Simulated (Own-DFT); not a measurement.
# How strain changes the stress of wurtzite AlN, 128 atoms (Al64N64)

All numbers below are calculated, not measured. The program, named Own-DFT, is a retired in-house plane-wave density functional code that no person has reviewed. Each row is one single-point run on a periodic cell that was not relaxed, without spin or spin-orbit coupling.

Settings of every run: PBE; PseudoDojo norm-conserving scalar-relativistic files; cutoff 42 hartree; 2 x 2 x 2 k mesh centred on Gamma; Fermi-Dirac smearing of 0.1 eV.

Known limits: forces on such cells passed a denser k mesh, each cell not checked; stress not checked against mesh or cutoff.

Unstrained cell vectors in Å: (12.448, 0.000, 0.000); (-6.224, 10.780, 0.000); (0.000, 0.000, 9.964). The unstrained cell has measured lattice constants (interpolated for alloys), not those of this functional. That, the random moves and any unrelaxed bonds set the pressure at no strain. Each run strains this cell uniformly, with the atoms carried along. Every atom was also moved at random, by a Gaussian of width 0.05 Å on each axis. Strain is the symmetric tensor, in per cent. Stress is positive in tension, and the pressure is minus a third of its trace.

```
run  e_xx (%)  e_yy (%)  e_zz (%)  e_yz (%)  e_xz (%)  e_xy (%)  s_xx (GPa)  s_yy (GPa)  s_zz (GPa)  s_yz (GPa)  s_xz (GPa)  s_xy (GPa)  P (GPa)  E (meV/atom)
  1      1.10     -0.09     -1.72      1.10      0.69     -1.55       -3.63       -6.44      -12.61        2.76        2.08       -6.81     7.56          25.7
  2      0.75      1.39     -1.08      1.99      0.52     -0.52       -2.26        0.37       -8.13        5.61        1.19       -2.64     3.34           0.0
  3     -0.21     -0.91      0.99     -0.72     -0.26      1.22       -8.72       -8.50       -2.80       -1.50       -0.29        4.78     6.67          13.4
  4     -1.51      0.37      1.83      0.73     -0.36      0.86      -12.65       -3.76        1.20        2.04       -1.30        3.46     5.07          20.7
  5     -1.11      1.48     -1.38      1.15      0.16     -0.64      -10.25       -1.08      -12.01        2.83        0.22       -1.64     7.78           7.5
  6      1.41      1.22     -1.01     -1.64      1.51      0.00        1.10        0.43       -7.83       -4.23        3.40        0.45     2.10           0.5
  7     -0.56     -0.23     -0.50     -0.02      0.36     -1.54      -10.43       -7.03       -8.31       -0.44        1.67       -7.12     8.59           9.3
  8      1.34     -1.60      1.63     -0.20     -1.46      1.08       -0.38      -14.14        3.48        0.00       -3.23        3.50     3.68          17.4
  9      1.52     -1.18      1.17     -1.09     -0.91     -0.52        1.02       -8.72       -1.33       -2.34       -2.19       -2.42     3.01           3.7
 10      0.14     -1.96      0.11      1.02     -0.62      0.30       -6.87      -15.65       -5.17        2.25       -2.03        0.18     9.23           4.5
 11      0.06      1.97      0.96     -0.09     -1.86     -1.87       -3.76        1.81        1.71       -0.51       -5.20       -6.25     0.08          11.5
 12     -1.15      1.39     -0.15      1.62      1.84     -0.22       -9.72       -0.95       -6.72        4.11        5.04       -1.88     5.80          14.7
 13      1.90      1.09     -1.87      0.09     -1.60     -0.64        1.70       -0.23      -11.53       -0.15       -4.02       -2.97     3.35           9.7
 14     -1.51      1.88      1.88     -0.11      1.62      1.08       -9.11        1.71        2.54        0.59        3.20        3.12     1.62          16.2
 15      1.17      1.54     -1.95      0.35     -1.03      0.12           ?           ?           ?           ?           ?           ?        ?             ?
```

E is the free energy for each atom above the lowest run shown.

## Worked fit

Each stress component was fitted by least squares to a constant and the strains of the runs shown, as fractions, with shears doubled. Shear strains stay in the fit of a normal stress only where such slopes are resolved. The slopes, in GPa:

| stress | at no strain | per e_xx | per e_yy | per e_zz | scatter |
|---|---|---|---|---|---|
| s_xx | -6.4 | 467 ± 24 | 112 ± 21 | 81 ± 21 | 0.86 |
| s_yy | -6.1 | 53 ± 32 | 442 ± 28 | 21 ± 28 | 1.15 |
| s_zz | -5.5 | 106 ± 28 | 75 ± 24 | 457 ± 25 | 1.01 |

Each shear stress against twice its own strain: yz 134 ± 5, xz 129 ± 8, xy 198 ± 13 GPa. These are stiffnesses along x, y and z of the frame in which the cell vectors are given, which need not be the crystal's axes. The atoms are held to the strained lattice; where symmetry lets them move under strain, relaxing them would lower some slopes. The table should be nearly symmetric about its diagonal, and what it lacks of that shows the noise. A ninth of its sum, 202 ± 7 GPa, estimates the bulk modulus near the mean pressure of these runs, 4.8 GPa, so it lies above the value at zero pressure.

## Withheld run

Question: what normal stresses and pressure should run 15 give?

The fit gives s_xx = -0.8, s_yy = 0.9, s_zz = -12.0 and P = 4.0 GPa. The calculation gave -0.23, -0.23, -11.25 and P = 3.90 GPa.
